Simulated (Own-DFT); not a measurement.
# Computed records: GaP (zincblende, atoms displaced)

Computed with Own-DFT development build. A calculation, not a measurement: plane-wave PBE density functional theory by an unreviewed code, no spin, of a simulated periodic cell, stress positive in tension, free energy of the whole cell less one offset for each atom, forces on such cells passed a denser k mesh, this cell's mesh not checked; offsets are fitted by least squares, one for each functional and potential file, so energies compare only between cells with the same atoms and settings and are not formation energies; the far tail of each file's local potential was reset to the Coulomb form; each entry is a single point on an unrelaxed cell, so the pressure reflects the starting lattice, mostly measured values (interpolated for alloys), from which strain is counted, and rises with the displacements; printed positions are rounded, which can move forces by about a meV/angstrom; the program, named Own-DFT, is a retired in-house code; no spin-orbit coupling.

Common to all runs: functional PBE; potential files PseudoDojo norm-conserving, scalar-relativistic, standard set; wave cutoff 42 hartree; occupations Fermi-Dirac; smearing width 0.1 eV; k mesh 2 x 3 x 3 centred on Gamma.

(1) 
```cif
# cell vector a (Å): 16.3515 0.0000 0.0000
# cell vector b (Å): 0.0000 10.9010 0.0000
# cell vector c (Å): 0.0000 0.0000 10.9010
data_GaP
_symmetry_space_group_name_H-M 'P 1'
_symmetry_Int_Tables_number 1
_cell_length_a 16.3515
_cell_length_b 10.9010
_cell_length_c 10.9010
_cell_angle_alpha 90.000
_cell_angle_beta 90.000
_cell_angle_gamma 90.000
_cell_volume 1943.08
loop_
_atom_site_label
_atom_site_type_symbol
_atom_site_fract_x
_atom_site_fract_y
_atom_site_fract_z
_atom_site_occupancy
Ga1 Ga 0.99829 0.99869 0.00083 1
Ga2 Ga 0.00005 0.24995 0.24939 1
Ga3 Ga 0.16556 0.00050 0.25143 1
Ga4 Ga 0.16613 0.25230 0.99822 1
P1 P 0.08372 0.12246 0.12540 1
P2 P 0.08252 0.37547 0.37559 1
P3 P 0.24859 0.12538 0.37304 1
P4 P 0.24868 0.37235 0.12600 1
Ga5 Ga 0.99919 0.00059 0.50260 1
Ga6 Ga 0.00021 0.25138 0.74839 1
Ga7 Ga 0.16610 0.99886 0.74999 1
Ga8 Ga 0.16841 0.24885 0.50128 1
P5 P 0.08425 0.12647 0.62358 1
P6 P 0.08284 0.37714 0.87482 1
P7 P 0.25121 0.12402 0.87188 1
P8 P 0.25097 0.37350 0.62500 1
Ga9 Ga 0.99883 0.50022 0.99914 1
Ga10 Ga 0.00049 0.74845 0.24751 1
Ga11 Ga 0.16820 0.50038 0.25145 1
Ga12 Ga 0.16522 0.74407 0.00076 1
P9 P 0.08399 0.62838 0.12243 1
P10 P 0.08663 0.87355 0.37442 1
P11 P 0.25026 0.62511 0.37630 1
P12 P 0.24970 0.87557 0.12458 1
Ga13 Ga 0.00098 0.50094 0.49984 1
Ga14 Ga 0.00187 0.74838 0.74842 1
Ga15 Ga 0.16732 0.50268 0.75019 1
Ga16 Ga 0.16732 0.74523 0.49823 1
P13 P 0.08063 0.62738 0.62341 1
P14 P 0.08344 0.87085 0.87443 1
P15 P 0.25091 0.62326 0.87403 1
P16 P 0.25209 0.87609 0.62518 1
Ga17 Ga 0.33374 0.00060 0.00077 1
Ga18 Ga 0.33441 0.24798 0.24793 1
Ga19 Ga 0.50154 0.99992 0.25185 1
Ga20 Ga 0.49977 0.25226 0.00126 1
P17 P 0.41672 0.12378 0.12614 1
P18 P 0.41434 0.37417 0.37454 1
P19 P 0.58282 0.12356 0.37325 1
P20 P 0.58377 0.37221 0.12769 1
Ga21 Ga 0.33502 0.99961 0.49935 1
Ga22 Ga 0.33406 0.25084 0.74928 1
Ga23 Ga 0.50090 0.00427 0.74939 1
Ga24 Ga 0.50173 0.25398 0.50087 1
P21 P 0.41696 0.12359 0.62731 1
P22 P 0.41656 0.37489 0.87611 1
P23 P 0.58493 0.12288 0.87215 1
P24 P 0.58395 0.37464 0.62609 1
Ga25 Ga 0.33063 0.50385 0.00151 1
Ga26 Ga 0.33395 0.74878 0.25157 1
Ga27 Ga 0.49977 0.50074 0.24747 1
Ga28 Ga 0.50028 0.75203 0.99994 1
P25 P 0.41778 0.62614 0.12346 1
P26 P 0.41558 0.87531 0.37938 1
P27 P 0.58428 0.62447 0.37454 1
P28 P 0.58218 0.87375 0.12170 1
Ga29 Ga 0.33298 0.49764 0.50004 1
Ga30 Ga 0.33446 0.74824 0.74667 1
Ga31 Ga 0.49970 0.49926 0.75341 1
Ga32 Ga 0.50117 0.74868 0.49500 1
P29 P 0.41844 0.62613 0.62570 1
P30 P 0.41758 0.87275 0.87921 1
P31 P 0.58238 0.62706 0.87654 1
P32 P 0.58423 0.87603 0.62462 1
Ga33 Ga 0.66686 0.99805 0.00205 1
Ga34 Ga 0.66617 0.24859 0.25160 1
Ga35 Ga 0.83489 0.99921 0.25161 1
Ga36 Ga 0.83357 0.24986 0.00201 1
P33 P 0.75138 0.12344 0.12604 1
P34 P 0.75034 0.37516 0.37364 1
P35 P 0.91634 0.12407 0.37459 1
P36 P 0.91618 0.37699 0.12451 1
Ga37 Ga 0.66678 0.99891 0.49991 1
Ga38 Ga 0.66720 0.24767 0.75018 1
Ga39 Ga 0.83573 0.00022 0.74804 1
Ga40 Ga 0.83381 0.24917 0.50173 1
P37 P 0.75010 0.12439 0.62519 1
P38 P 0.74988 0.37369 0.87530 1
P39 P 0.91928 0.12671 0.87558 1
P40 P 0.91847 0.37413 0.62456 1
Ga41 Ga 0.66661 0.50150 0.00187 1
Ga42 Ga 0.66908 0.75010 0.24926 1
Ga43 Ga 0.83400 0.49972 0.24816 1
Ga44 Ga 0.83234 0.75092 0.99850 1
P41 P 0.74993 0.62536 0.12495 1
P42 P 0.75059 0.87409 0.37452 1
P43 P 0.91785 0.62569 0.37627 1
P44 P 0.91670 0.87474 0.12361 1
Ga45 Ga 0.66458 0.49861 0.49860 1
Ga46 Ga 0.66768 0.75075 0.74615 1
Ga47 Ga 0.83309 0.49930 0.75045 1
Ga48 Ga 0.83307 0.75135 0.50143 1
P45 P 0.74892 0.62411 0.62610 1
P46 P 0.74914 0.87955 0.87687 1
P47 P 0.91664 0.62959 0.87372 1
P48 P 0.91799 0.87634 0.62734 1
_calc_free_energy_of_cell_above_offsets '-53.607'  # eV
_calc_pressure 2.71  # GPa
_calc_stress_xx -2.72  # GPa
_calc_stress_yy -2.71  # GPa
_calc_stress_zz -2.72  # GPa
_calc_stress_yz -0.03  # GPa
_calc_stress_xz 0.04  # GPa
_calc_stress_xy 0.04  # GPa
```

Force:
| element | x (eV/Å) | y (eV/Å) | z (eV/Å) |
| --- | --- | --- | --- |
| Ga | 0.458 | -0.029 | -0.202 |
| Ga | 0.011 | -0.038 | -0.037 |
| Ga | 0.267 | -0.174 | -0.226 |
| Ga | 0.019 | -0.469 | -0.053 |
| P | -0.139 | 0.33 | -0.24 |
| P | 0.317 | -0.087 | -0.009 |
| P | 0.48 | -0.101 | 0.212 |
| P | 0.268 | 0.334 | -0.082 |
| Ga | 0.397 | -0.119 | -0.436 |
| Ga | 0.274 | -0.104 | 0.168 |
| Ga | 0.04 | -0.067 | -0.031 |
| Ga | -0.192 | 0.206 | -0.275 |
| P | -0.105 | -0.179 | 0.248 |
| P | 0.026 | -0.015 | -0.163 |
| P | -0.235 | 0.189 | 0.348 |
| P | -0.238 | 0.271 | 0.13 |
| Ga | 0.085 | 0.293 | -0.033 |
| Ga | 0.056 | 0.351 | 0.286 |
| Ga | -0.363 | -0.008 | -0.158 |
| Ga | 0.64 | 0.779 | -0.379 |
| P | -0.289 | -1.014 | 0.51 |
| P | -0.76 | 0.012 | 0.231 |
| P | 0.25 | -0.31 | -0.146 |
| P | -0.071 | -0.241 | 0.066 |
| Ga | -0.194 | -0.174 | -0.072 |
| Ga | -0.329 | 0.359 | 0.214 |
| Ga | -0.218 | -0.234 | -0.251 |
| Ga | 0.058 | 0.625 | 0.39 |
| P | 0.735 | -0.443 | 0.047 |
| P | 0.037 | 0.376 | 0.173 |
| P | -0.134 | 0.442 | -0.115 |
| P | -0.42 | -0.288 | -0.167 |
| Ga | -0.093 | -0.139 | -0.099 |
| Ga | -0.275 | 0.026 | 0.167 |
| Ga | -0.397 | -0.33 | -0.214 |
| Ga | 0.157 | -0.442 | -0.203 |
| P | 0.276 | 0.003 | -0.145 |
| P | 0.5 | 0.102 | -0.104 |
| P | 0.181 | 0.234 | 0.507 |
| P | 0.037 | 0.337 | -0.248 |
| Ga | -0.439 | 0.395 | 0.169 |
| Ga | 0.071 | -0.124 | 0.129 |
| Ga | -0.155 | -0.762 | 0.224 |
| Ga | -0.391 | -0.457 | -0.113 |
| P | 0.067 | 0.45 | -0.51 |
| P | -0.265 | 0.163 | 0.178 |
| P | -0.173 | 0.374 | 0.714 |
| P | 0.013 | 0.129 | 0.199 |
| Ga | 0.352 | -0.586 | 0.092 |
| Ga | -0.053 | 0.282 | -0.194 |
| Ga | -0.067 | -0.19 | 0.291 |
| Ga | -0.061 | -0.31 | -0.046 |
| P | -0.218 | -0.003 | 0.165 |
| P | 0.4 | -0.135 | -0.716 |
| P | -0.063 | 0.013 | -0.398 |
| P | 0.332 | 0.099 | 0.733 |
| Ga | 0.157 | 0.318 | 0.179 |
| Ga | 0.038 | 0.319 | 0.441 |
| Ga | 0.088 | 0.112 | -0.163 |
| Ga | 0.022 | 0.185 | 0.579 |
| P | 0.009 | -0.416 | -0.353 |
| P | -0.184 | 0.438 | -0.75 |
| P | 0.356 | -0.116 | -0.199 |
| P | -0.345 | -0.137 | -0.141 |
| Ga | -0.098 | 0.402 | -0.046 |
| Ga | 0.306 | -0.108 | -0.09 |
| Ga | -0.115 | -0.098 | -0.176 |
| Ga | 0.014 | -0.059 | -0.23 |
| P | -0.222 | 0.058 | 0.082 |
| P | 0.011 | -0.048 | 0.212 |
| P | 0.17 | 0.164 | 0.157 |
| P | 0.192 | -0.248 | 0.035 |
| Ga | 0.04 | 0.106 | -0.102 |
| Ga | 0.061 | 0.169 | -0.032 |
| Ga | -0.25 | 0.23 | 0.478 |
| Ga | -0.08 | 0.093 | -0.192 |
| P | 0.115 | -0.053 | -0.109 |
| P | -0.037 | 0.116 | 0.118 |
| P | -0.369 | -0.035 | -0.097 |
| P | -0.345 | 0.287 | -0.029 |
| Ga | -0.158 | -0.223 | -0.182 |
| Ga | -0.424 | 0.078 | -0.055 |
| Ga | -0.056 | 0.234 | 0.312 |
| Ga | -0.057 | 0.138 | 0.032 |
| P | 0.251 | -0.043 | -0.07 |
| P | 0.019 | 0.163 | 0.09 |
| P | -0.255 | -0.013 | -0.18 |
| P | -0.159 | -0.169 | 0.246 |
| Ga | 0.385 | 0.013 | 0.128 |
| Ga | -0.143 | 0.134 | 0.598 |
| Ga | 0.154 | 0.017 | 0.02 |
| Ga | 0.114 | -0.146 | 0.066 |
| P | 0.218 | -0.143 | -0.351 |
| P | 0.285 | -0.474 | -0.518 |
| P | -0.084 | -0.499 | -0.001 |
| P | -0.091 | -0.35 | -0.234 |

(2) 
```cif
# cell vector a (Å): 16.3515 0.0000 0.0000
# cell vector b (Å): 0.0000 10.9010 0.0000
# cell vector c (Å): 0.0000 0.0000 10.9010
data_GaP
_symmetry_space_group_name_H-M 'P 1'
_symmetry_Int_Tables_number 1
_cell_length_a 16.3515
_cell_length_b 10.9010
_cell_length_c 10.9010
_cell_angle_alpha 90.000
_cell_angle_beta 90.000
_cell_angle_gamma 90.000
_cell_volume 1943.08
loop_
_atom_site_label
_atom_site_type_symbol
_atom_site_fract_x
_atom_site_fract_y
_atom_site_fract_z
_atom_site_occupancy
Ga1 Ga 0.00077 0.99651 0.00075 1
Ga2 Ga 0.99992 0.25322 0.24613 1
Ga3 Ga 0.16490 0.99872 0.25057 1
Ga4 Ga 0.16537 0.24876 0.00146 1
P1 P 0.08510 0.12153 0.12694 1
P2 P 0.08207 0.37430 0.37290 1
P3 P 0.24980 0.12472 0.37549 1
P4 P 0.25100 0.37451 0.12680 1
Ga5 Ga 0.00094 0.99906 0.49840 1
Ga6 Ga 0.00029 0.24915 0.74856 1
Ga7 Ga 0.16585 0.00004 0.75031 1
Ga8 Ga 0.16636 0.24803 0.50176 1
P5 P 0.08133 0.12404 0.62751 1
P6 P 0.08375 0.37428 0.87635 1
P7 P 0.25050 0.12607 0.87286 1
P8 P 0.25018 0.37560 0.62713 1
Ga9 Ga 0.99905 0.50064 0.99711 1
Ga10 Ga 0.99635 0.75183 0.24732 1
Ga11 Ga 0.16566 0.50305 0.24731 1
Ga12 Ga 0.16521 0.75440 0.00201 1
P9 P 0.08503 0.62414 0.12570 1
P10 P 0.08314 0.87386 0.37324 1
P11 P 0.24840 0.62646 0.37641 1
P12 P 0.24875 0.87284 0.12504 1
Ga13 Ga 0.00016 0.50105 0.49950 1
Ga14 Ga 0.00057 0.74755 0.75037 1
Ga15 Ga 0.16422 0.50029 0.75243 1
Ga16 Ga 0.16694 0.75116 0.50058 1
P13 P 0.08462 0.62507 0.62039 1
P14 P 0.08329 0.87733 0.87765 1
P15 P 0.24985 0.62604 0.87371 1
P16 P 0.25059 0.87109 0.62651 1
Ga17 Ga 0.33606 0.99850 0.00205 1
Ga18 Ga 0.33390 0.25092 0.25207 1
Ga19 Ga 0.50019 0.99968 0.25090 1
Ga20 Ga 0.50005 0.24965 0.99921 1
P17 P 0.41711 0.12513 0.12214 1
P18 P 0.41621 0.37797 0.37492 1
P19 P 0.58234 0.12496 0.37587 1
P20 P 0.58544 0.37489 0.12651 1
Ga21 Ga 0.32834 0.00011 0.49923 1
Ga22 Ga 0.33262 0.25115 0.75137 1
Ga23 Ga 0.50035 0.99979 0.75092 1
Ga24 Ga 0.50210 0.24884 0.50177 1
P21 P 0.41742 0.12475 0.62112 1
P22 P 0.41742 0.37506 0.87564 1
P23 P 0.58351 0.12474 0.87317 1
P24 P 0.58419 0.37754 0.62658 1
Ga25 Ga 0.33280 0.50135 0.00229 1
Ga26 Ga 0.33405 0.74806 0.25052 1
Ga27 Ga 0.49913 0.49993 0.25154 1
Ga28 Ga 0.50175 0.75189 0.99680 1
P25 P 0.41692 0.62837 0.12332 1
P26 P 0.41759 0.87886 0.37578 1
P27 P 0.58428 0.62432 0.37676 1
P28 P 0.58280 0.87626 0.12341 1
Ga29 Ga 0.33286 0.50055 0.50128 1
Ga30 Ga 0.33225 0.74846 0.75063 1
Ga31 Ga 0.49907 0.49902 0.75167 1
Ga32 Ga 0.49946 0.75028 0.50149 1
P29 P 0.41712 0.62386 0.62443 1
P30 P 0.41978 0.87442 0.87576 1
P31 P 0.58181 0.62593 0.87659 1
P32 P 0.58445 0.87431 0.62573 1
Ga33 Ga 0.66788 0.99961 0.00035 1
Ga34 Ga 0.66566 0.24946 0.25064 1
Ga35 Ga 0.83241 0.00083 0.24751 1
Ga36 Ga 0.83425 0.25031 0.00129 1
P33 P 0.74930 0.12241 0.12763 1
P34 P 0.75060 0.37732 0.37353 1
P35 P 0.91621 0.12358 0.37470 1
P36 P 0.91708 0.37892 0.12591 1
Ga37 Ga 0.66721 0.99717 0.49658 1
Ga38 Ga 0.66637 0.25083 0.75095 1
Ga39 Ga 0.83430 0.00103 0.75034 1
Ga40 Ga 0.83595 0.25246 0.49658 1
P37 P 0.74802 0.12365 0.62690 1
P38 P 0.75051 0.37475 0.87352 1
P39 P 0.91751 0.12780 0.87663 1
P40 P 0.91586 0.37331 0.62334 1
Ga41 Ga 0.66787 0.49987 0.00380 1
Ga42 Ga 0.66586 0.75308 0.25260 1
Ga43 Ga 0.83513 0.50081 0.24960 1
Ga44 Ga 0.83281 0.75345 0.00188 1
P41 P 0.75026 0.62489 0.12544 1
P42 P 0.74952 0.87516 0.37488 1
P43 P 0.91844 0.62593 0.37385 1
P44 P 0.91838 0.87546 0.12523 1
Ga45 Ga 0.66953 0.49884 0.49795 1
Ga46 Ga 0.66673 0.75024 0.75305 1
Ga47 Ga 0.83381 0.49784 0.74698 1
Ga48 Ga 0.83490 0.74878 0.50178 1
P45 P 0.75104 0.62203 0.62630 1
P46 P 0.75019 0.87450 0.87457 1
P47 P 0.91545 0.62282 0.87675 1
P48 P 0.91654 0.87059 0.62114 1
_calc_free_energy_of_cell_above_offsets '-53.562'  # eV
_calc_pressure 2.72  # GPa
_calc_stress_xx -2.71  # GPa
_calc_stress_yy -2.72  # GPa
_calc_stress_zz -2.72  # GPa
_calc_stress_yz 0.15  # GPa
_calc_stress_xz -0.08  # GPa
_calc_stress_xy -0.03  # GPa
```

Force:
| element | x (eV/Å) | y (eV/Å) | z (eV/Å) |
| --- | --- | --- | --- |
| Ga | -0.087 | 0.661 | -0.015 |
| Ga | -0.03 | -0.514 | 0.257 |
| Ga | 0.526 | -0.086 | 0.118 |
| Ga | 0.422 | -0.03 | -0.011 |
| P | -0.545 | 0.384 | -0.273 |
| P | 0.355 | 0.106 | 0.232 |
| P | -0.329 | 0.094 | -0.254 |
| P | -0.307 | 0.038 | -0.12 |
| Ga | -0.174 | -0.059 | 0.051 |
| Ga | -0.121 | 0.297 | 0.242 |
| Ga | 0.246 | -0.036 | -0.004 |
| Ga | -0.083 | 0.266 | -0.048 |
| P | 0.298 | -0.145 | -0.381 |
| P | -0.31 | -0.085 | -0.092 |
| P | -0.031 | -0.322 | 0.451 |
| P | -0.272 | 0.016 | -0.111 |
| Ga | 0.346 | 0.026 | 0.317 |
| Ga | 0.838 | -0.398 | 0.216 |
| Ga | 0.325 | -0.469 | 0.48 |
| Ga | 0.203 | -0.557 | -0.264 |
| P | -0.754 | 0.412 | -0.4 |
| P | -0.12 | -0.079 | 0.137 |
| P | 0.266 | -0.203 | -0.147 |
| P | 0.442 | 0.41 | 0.235 |
| Ga | 0.002 | -0.258 | -0.086 |
| Ga | -0.023 | 0.028 | -0.001 |
| Ga | 0.343 | 0.066 | -0.285 |
| Ga | -0.023 | 0.075 | -0.213 |
| P | -0.221 | -0.069 | 0.598 |
| P | -0.08 | -0.394 | -0.544 |
| P | -0.329 | -0.038 | 0.433 |
| P | -0.327 | 0.498 | 0.012 |
| Ga | -0.509 | -0.056 | -0.331 |
| Ga | 0.133 | -0.155 | -0.148 |
| Ga | -0.039 | 0.211 | -0.284 |
| Ga | 0.299 | 0.094 | 0.022 |
| P | 0.023 | 0.138 | 0.617 |
| P | 0.157 | -0.432 | 0.309 |
| P | 0.285 | -0.058 | -0.125 |
| P | -0.536 | -0.035 | -0.105 |
| Ga | 0.705 | -0.105 | 0.206 |
| Ga | 0.413 | -0.135 | -0.301 |
| Ga | -0.011 | 0.102 | -0.388 |
| Ga | -0.244 | 0.455 | -0.089 |
| P | -0.408 | -0.104 | 0.486 |
| P | -0.292 | 0.056 | 0.156 |
| P | 0.084 | 0.025 | 0.341 |
| P | 0.039 | -0.12 | -0.197 |
| Ga | 0.092 | -0.041 | -0.225 |
| Ga | -0.047 | 0.302 | 0.17 |
| Ga | 0.21 | 0.241 | -0.279 |
| Ga | -0.141 | -0.119 | 0.461 |
| P | 0.242 | -0.255 | 0.076 |
| P | -0.415 | -0.436 | 0.062 |
| P | -0.176 | 0.109 | -0.077 |
| P | 0.162 | -0.06 | 0.223 |
| Ga | -0.15 | 0.035 | -0.088 |
| Ga | 0.589 | 0.003 | 0.081 |
| Ga | 0.132 | 0.168 | -0.122 |
| Ga | 0.155 | 0.037 | -0.096 |
| P | -0.148 | 0.126 | 0.195 |
| P | -0.674 | 0.039 | -0.306 |
| P | 0.482 | -0.417 | -0.084 |
| P | -0.069 | 0.003 | -0.039 |
| Ga | -0.222 | 0.069 | -0.172 |
| Ga | 0.185 | -0.048 | 0.188 |
| Ga | 0.207 | -0.235 | 0.404 |
| Ga | -0.275 | 0.09 | 0.121 |
| P | 0.068 | 0.521 | -0.406 |
| P | 0.18 | -0.417 | -0.162 |
| P | 0.255 | 0.158 | -0.327 |
| P | -0.039 | -0.346 | -0.349 |
| Ga | -0.166 | 0.319 | 0.444 |
| Ga | -0.006 | -0.042 | -0.102 |
| Ga | 0.039 | -0.103 | -0.167 |
| Ga | -0.705 | -0.487 | 0.226 |
| P | 0.431 | 0.251 | -0.497 |
| P | -0.014 | 0.037 | 0.335 |
| P | 0.075 | -0.447 | 0.014 |
| P | 0.485 | 0.249 | 0.098 |
| Ga | -0.081 | 0.044 | -0.499 |
| Ga | -0.061 | -0.335 | -0.322 |
| Ga | -0.25 | 0.23 | 0.115 |
| Ga | 0.026 | -0.359 | -0.105 |
| P | 0.06 | 0.356 | 0.263 |
| P | 0.527 | -0.195 | -0.033 |
| P | -0.348 | -0.052 | 0.134 |
| P | -0.609 | 0.221 | -0.169 |
| Ga | -0.344 | 0.153 | 0.309 |
| Ga | -0.02 | -0.272 | -0.295 |
| Ga | 0.027 | 0.007 | 0.333 |
| Ga | -0.497 | -0.253 | -0.385 |
| P | -0.174 | 0.427 | -0.09 |
| P | 0.186 | 0.194 | 0.093 |
| P | -0.051 | 0.368 | -0.322 |
| P | 0.324 | 0.646 | 0.671 |
